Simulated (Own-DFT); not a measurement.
# What a defect does to the pressure of its cell: zincblende InP

No measurement is shown. These are fixed-geometry runs of a retired plane-wave code named Own-DFT, which no person has reviewed; spin and spin-orbit coupling are neglected.

Method: PBE; PseudoDojo norm-conserving scalar-relativistic files; cutoff 36 hartree; 2 x 3 x 3 k mesh centred on Gamma; Fermi-Dirac smearing of 0.1 eV.

Known weak points (not all hold for every row): not probed for a lower state with spin; forces on such cells failed a check on a denser k mesh; forces not confirmed at this smearing and k mesh; stress not checked against mesh or cutoff.

All runs share one cell, with vectors in Å (17.606, 0.000, 0.000); (0.000, 11.737, 0.000); (0.000, 0.000, 11.737) and a volume of 2425.5 Å³. u is the rms random offset of the atoms per axis. The defect's site can differ from row to row.

| cell | formula | u (Å) | P (GPa) |
|---|---|---|---|
| no defect | In48P48 | 0.0190 | 3.20 |
| no defect | In48P48 | 0.0487 | 3.52 |
| no defect | In48P48 | 0.0499 | 3.61 |
| one In on a P site and one P on an In site | In48P48 | 0.0290 | 3.53 |
| one In on a P site and one P on an In site | In48P48 | 0.0310 | 3.57 |
| one In on a P site and one P on an In site | In48P48 | 0.0481 | 3.81 |
| one In on a P site and one P on an In site | In48P48 | 0.0504 | ? |
| two P on an In site each | In46P50 | 0.0263 | 3.00 |
| two P on an In site each | In46P50 | 0.0485 | 3.32 |
| two P on an In site each | In46P50 | 0.0529 | 3.31 |

## Analysis

P = P0 + c u² + a shift for each defect gives P0 = 3.14 GPa, c = 173 ± 15 GPa/Å² and a scatter of 0.04 GPa. The shifts, and each times the cell's volume:

- one In on a P site and one P on an In site: 0.26 ± 0.03 GPa, 3.9 eV
- two P on an In site each: -0.27 ± 0.03 GPa, -4.1 eV (-2.0 eV for each of its 2 sites)

Against the defect-free cell, a freed cell would be larger where the shift is positive and smaller where it is negative (160.2 GPa Å³ is 1 eV). The atoms around the defects weren't relaxed, which would change these numbers.

## Prediction

The question: what pressure belongs in the blank (one In on a P site and one P on an In site, u = 0.0504 Å)?

The fitted form gives 3.84 ± 0.05 GPa. DFT gave 3.71 GPa.
